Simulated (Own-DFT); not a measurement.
# What random displacements cost in rutile TiO2, 72 atoms (O48Ti24)

These are calculations, not measurements. They come from Own-DFT, an in-house plane-wave density functional program, since retired, whose code no person has reviewed. Each row is one single-point run on a periodic cell that was not relaxed, without spin or spin-orbit coupling.

Settings of every run: PBE; PseudoDojo norm-conserving scalar-relativistic files; cutoff 72 hartree; 3 x 3 x 3 k mesh centred on Gamma; Fermi-Dirac smearing of 0.1 eV.

Known limits: oxygen file: force components 24 meV/angstrom off all-electron in a glass; forces on such cells passed a denser k mesh, each cell not checked; stress not checked against mesh or cutoff.

Cell vectors in Å: (9.187, 0.000, 0.000); (0.000, 9.187, 0.000); (0.000, 0.000, 8.876). In each run every atom was moved at random and independently from its ideal site; u is the rms move along one axis. E is the free energy for each atom above the fitted value at u = 0, and F the rms of the force components.

```
run   u (Å)  E (meV/atom)  F (eV/Å)  largest force (eV/Å)  P (GPa)
  1  0.0188           7.2     0.339                  1.13     4.84
  2  0.0190           8.3     0.402                  2.11     4.71
  3  0.0208             ?         ?                     ?        ?
  4  0.0507          53.1     0.977                  3.51     6.93
  5  0.0509          49.7     0.899                  3.74     6.23
  6  0.0510          63.2     1.145                  3.96     7.40
  7  0.0787         123.5     1.476                  6.59    10.30
  8  0.0879         182.1     2.249                 12.30    11.66
  9  0.1197         319.3     2.824                 11.01    17.15
```

## Worked fit

For small independent moves the energy grows as E = (3/2) K u², with K the mean stiffness felt by one atom. The runs with u up to 0.11 Å give K = 14.4 ± 0.7 eV/Å², with residuals divided by u² + 0.0006 Å², since the noise grows with the moves. The scatter is 5.5 meV/atom at u = 0.05 Å. The forces follow F = G u with G = 20.6 eV/Å²; no force at u = 0 is resolved. G exceeds K because the moves of its neighbours add to the force on an atom, and stiffness differs between atoms. The pressure follows P = 4.43 + 939 u² GPa: at fixed volume, shortened bonds push harder than stretched ones pull.

## Withheld run

Question: what energy and rms force should run 3 give?

The fit gives 9 ± 2 meV/atom and about 0.43 eV/Å. The calculation gave 8.6 meV/atom and 0.388 eV/Å.
